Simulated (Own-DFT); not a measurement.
# How strain changes the stress of wurtzite AlGaN with randomly placed atoms, 96 atoms (Al12Ga36N48)

Calculated results; nothing here was measured. They come from Own-DFT, an in-house plane-wave density functional program, since retired, whose code no person has reviewed. Each row is one single-point run on a periodic cell that was not relaxed, without spin or spin-orbit coupling.

Settings of every run: PBE; PseudoDojo norm-conserving scalar-relativistic files (stringent for Ga); cutoff 96 hartree; 3 x 4 x 3 k mesh centred on Gamma; Gaussian smearing of 0.01 eV.

Known limits: k mesh not checked against a denser one; stress not checked against mesh or cutoff.

Unstrained cell vectors in Å: (12.679, 0.000, 0.000); (-4.755, 8.235, 0.000); (0.000, 0.000, 10.268). The unstrained cell has measured lattice constants (interpolated for alloys), not those of this functional. That, the random moves and any unrelaxed bonds set the pressure at no strain. Each run strains this cell uniformly, with the atoms carried along. Every atom was also moved at random, by a Gaussian of width 0.05 Å on each axis. The random placing of the alloy's atoms differs from row to row. Strain is the symmetric tensor, in per cent. Stress is positive in tension, and the pressure is minus a third of its trace.

| run | e_xx (%) | e_yy (%) | e_zz (%) | s_xx (GPa) | s_yy (GPa) | s_zz (GPa) | P (GPa) | E (meV/atom) |
|---|---|---|---|---|---|---|---|---|
| 1 | 0.75 | 0.75 | 0.00 | -3.11 | -2.98 | -6.04 | 4.04 | 0.0 |
| 2 | -1.50 | -1.50 | 0.00 | -15.70 | -15.59 | -9.77 | 13.69 | 32.6 |
| 3 | 3.00 | 3.00 | 0.00 | 7.38 | 7.42 | -4.30 | -3.50 | 13.2 |
| 4 | 1.00 | 1.00 | 0.00 | -1.12 | -3.11 | -6.15 | 3.46 | 10.3 |
| 5 | -0.25 | -0.25 | 0.00 | -8.34 | -8.33 | -8.82 | 8.50 | 24.4 |
| 6 | 2.00 | 2.00 | 0.00 | 4.12 | 2.07 | -5.60 | -0.20 | 2.4 |
| 7 | -0.75 | -0.75 | 0.00 | -12.58 | -11.19 | -6.76 | 10.17 | 16.8 |
| 8 | 2.50 | 2.50 | 0.00 | 5.34 | 3.61 | -3.11 | -1.95 | 5.8 |
| 9 | -1.00 | -1.00 | 0.00 | ? | ? | ? | ? | ? |

E is the free energy for each atom above the lowest run shown.

## Worked fit

The change of volume is close to e_xx + e_yy + e_zz. A straight line through the runs shown gives P = 7.52 - 189 x (fractional change of volume) GPa, with an error of 5 on the slope and a scatter of 0.42 GPa. The strain isn't the same on all axes and the cell isn't cubic, so the slope belongs to this path and is not the bulk modulus.

## Withheld run

Question: what pressure should run 9 give? Its volume changes by -1.99 %.

The line gives 11.3 GPa. The calculation gave 10.99 GPa.
